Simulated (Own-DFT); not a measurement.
Simulation results for GaN (wurtzite, atoms displaced)

All values are calculated (Own-DFT development build). A calculation, not a measurement: plane-wave PBE density functional theory by an unreviewed code, no spin, of a simulated periodic cell, stress positive in tension, free energy of the whole cell less one offset for each atom, forces on such cells passed a denser k mesh, this cell's mesh not checked; offsets are fitted by least squares, one for each functional and potential file, so energies compare only between cells with the same atoms and settings and are not formation energies; the far tail of each file's local potential was reset to the Coulomb form; each entry is a single point on an unrelaxed cell, so the pressure reflects the starting lattice, mostly measured values (interpolated for alloys), from which strain is counted, and rises with the displacements; printed positions are rounded, which can move forces by about a meV/angstrom; the program, named Own-DFT, is a retired in-house code; no spin-orbit coupling.

```xyz
96
Lattice="12.7560 0.0000 0.0000 -4.7835 8.2853 0.0000 0.0000 0.0000 10.3700" Properties=species:S:1:pos:R:3:force_x:R:1:force_y:R:1:force_z:R:1 formula=GaN functional=PBE potential_files=PseudoDojo_norm-conserving,scalar-relativistic,standard_set_with_the_stringent_files_for_Ga wave_cutoff=96 occupations=Gaussian smearing_width=0.01 k_mesh=3_x_4_x_3_centred_on_Gamma free_energy_of_cell_above_offsets=-10.205 pressure=5.46 stress_xx=-5.63 stress_yy=-5.23 stress_zz=-5.53 stress_yz=0.02 stress_xz=-0.06 stress_xy=-0.13
Ga     0.0122     1.8327     0.0545       -0.3      0.086     -1.095
Ga     1.5956     0.8971     2.5612     -0.152      0.452      0.444
N      0.0152     1.8306     1.9497     -0.265      0.499      0.663
N      1.5730     0.8985     4.5354      0.495      0.166      0.225
Ga     0.0135     1.8561     5.1978      0.135     -0.198      0.047
Ga     1.6125     0.9658     7.7198      0.005     -0.764      1.342
N      0.0203     1.8301     7.1720       -0.5      0.585     -0.596
N      1.6031     0.9434     9.7356      0.072     -0.203     -0.262
Ga    -1.5838     4.5840     0.0129     -0.641      0.311      0.026
Ga     0.0038     3.7062     2.6030      0.017     -0.447     -0.443
N     -1.6100     4.5732     1.9486      0.045      0.417      0.511
N      0.0250     3.6681     4.5315     -0.341      0.542      0.583
Ga    -1.6125     4.6117     5.2030      0.273     -0.452     -0.343
Ga    -0.0150     3.6974     7.7749      0.409     -0.475      0.562
N     -1.5865     4.6012     7.1595     -0.118      -0.02     -0.529
N     -0.0379     3.7067     9.7506      0.844     -0.659     -0.345
Ga    -3.2026     7.3402    10.3392      0.158      0.726      0.063
Ga    -1.5609     6.4484     2.5971     -0.711      -0.25     -0.293
N     -3.1831     7.3988     1.9326      0.301     -1.064      0.162
N     -1.5989     6.4414     4.5612      0.079     -0.078     -0.116
Ga    -3.1831     7.3476     5.2118     -0.417      0.205      0.107
Ga    -1.5510     6.4245     7.7696     -0.633       0.57      0.613
N     -3.1779     7.3744     7.1929      0.145     -0.179     -0.649
N     -1.6111     6.4346     9.7549      0.454     -0.063     -0.403
Ga     3.2198     1.8465    10.3641     -0.234     -0.447      0.008
Ga     4.7543     0.9537     2.5986      0.555     -0.302     -0.609
N      3.1657     1.8452     1.9462       0.25       0.17      0.132
N      4.7844     0.9146     4.5167     -0.163      0.086       0.61
Ga     3.1777     1.8566     5.1614        0.1     -0.507      0.484
Ga     4.7844     0.9334     7.7750      0.272      -0.17       0.43
N      3.2027     1.8599     7.1939      0.162     -0.061     -1.128
N      4.8429     0.9106     9.7648     -0.941     -0.031     -0.553
Ga     1.5965     4.5889    10.3547     -0.047      0.055      0.035
Ga     3.1848     3.6898     2.6024      0.205      0.097     -0.218
N      1.5961     4.6141     1.9367      0.064     -0.041      0.304
N      3.2418     3.6758     4.5671     -0.783       0.34     -0.261
Ga     1.5989     4.5965     5.2018      0.397      0.222      0.178
Ga     3.2126     3.6760     7.8373     -0.406      0.158     -0.716
N      1.6126     4.5943     7.2058     -0.312     -0.176     -0.865
N      3.2260     3.6706     9.7328     -0.631      0.037      0.445
Ga    -0.0179     7.3700     0.0186      0.314     -0.396     -0.315
Ga     1.5787     6.4527     2.6079      0.761       0.11     -0.385
N      0.0116     7.3514     1.9522     -0.185      0.555      0.264
N      1.5928     6.4681     4.5432      0.375     -0.539       0.32
Ga     0.0081     7.3498     5.1678     -0.006      0.421      0.415
Ga     1.5423     6.4341     7.7675      1.444      0.162      0.352
N      0.0244     7.3723     7.1706     -0.695      0.174     -0.831
N      1.6171     6.4301     9.7303     -0.755     -0.006     -0.042
Ga     6.3809     1.8318     0.0089      0.407      0.312     -0.285
Ga     7.9994     0.9477     2.5864     -0.915     -0.552      0.082
N      6.3951     1.8604     1.9206     -0.314     -0.196      0.895
N      7.9621     0.9145     4.5366      0.173      0.412      0.022
Ga     6.3727     1.8545     5.1631      0.018     -0.207      0.428
Ga     7.9802     0.9006     7.7653     -0.346     -0.055      0.186
N      6.3797     1.8329     7.1453     -0.079      0.061     -0.444
N      7.9687     0.9284     9.7175     -0.362     -0.531      0.011
Ga     4.7693     4.6085    10.3317      0.694       0.02      0.725
Ga     6.3760     3.6789     2.6127     -0.119       0.16     -0.368
N      4.8005     4.5903     1.9343     -0.305       0.24      0.282
N      6.3584     3.7127     4.5643      0.601     -0.589     -0.265
Ga     4.8155     4.5931     5.2081     -0.619      0.393      0.078
Ga     6.3493     3.6593     7.8028      0.463      0.288     -0.815
N      4.7415     4.5879     7.1359        0.8      0.097      0.173
N      6.3835     3.6694     9.6950     -0.199      0.066      0.836
Ga     3.1571     7.3470    10.3662      0.963      0.267      0.046
Ga     4.7891     6.4437     2.6556      0.185     -0.018     -1.583
N      3.2143     7.3997     1.9550      -0.35     -0.583      0.171
N      4.7728     6.4440     4.5477      0.595     -0.204      0.484
Ga     3.2452     7.3844     5.1674     -1.031     -0.171       0.59
Ga     4.8032     6.4293     7.7688     -0.798      0.006      0.271
N      3.1946     7.3613     7.1381      -0.23     -0.355     -0.159
N      4.8186     6.4187     9.7199     -0.735      0.392     -0.045
Ga     9.5054     1.8508    10.3353      0.746     -0.103      0.479
Ga    11.1419     0.9591     2.5659      0.318     -0.671      0.218
N      9.5224     1.8424     1.9675      0.854      0.417     -0.567
N     11.2186     0.9435     4.5646     -1.005      -0.36     -0.384
Ga     9.5638     1.8265     5.1913      0.233     -0.015      0.028
Ga    11.1799     0.9249     7.7858     -0.509     -0.129      0.357
N      9.5349     1.8212     7.1456      0.825       0.59     -0.111
N     11.1226     0.9169     9.7717      0.482       0.42     -0.469
Ga     7.9448     4.5961     0.0132      0.351      0.157      -0.25
Ga     9.5380     3.6690     2.6039       0.43      0.136     -0.268
N      7.9761     4.6042     1.9751      -0.18     -0.067     -0.233
N      9.5577     3.6698     4.5346      0.142      0.129      0.456
Ga     7.9720     4.6003     5.1783      0.038     -0.085      0.364
Ga     9.5621     3.7104     7.7737     -0.068      -0.74      0.251
N      7.9938     4.6063     7.1456     -0.675     -0.164     -0.256
N      9.5682     3.6771     9.7278     -0.248      0.366      0.081
Ga     6.3736     7.3682    10.3528     -0.065     -0.077      0.137
Ga     8.0002     6.4386     2.5734     -0.351      0.445      0.311
N      6.3970     7.3570     1.9153     -0.219       0.19      0.934
N      7.9349     6.4312     4.5831      0.933      0.039     -0.688
Ga     6.3944     7.3584     5.1795     -0.391      0.512      0.347
Ga     7.9700     6.4280     7.7810     -0.097      0.379     -0.064
N      6.3346     7.3553     7.1580       1.03      0.242     -0.465
N      7.9703     6.4559     9.7215     -0.166     -0.482      0.154
```

Units: wave_cutoff in hartree; smearing_width, free_energy_of_cell_above_offsets in eV; pressure, stress_xx, stress_yy, stress_zz, stress_yz, stress_xz, stress_xy in GPa; force_x, force_y, force_z in eV/Å.
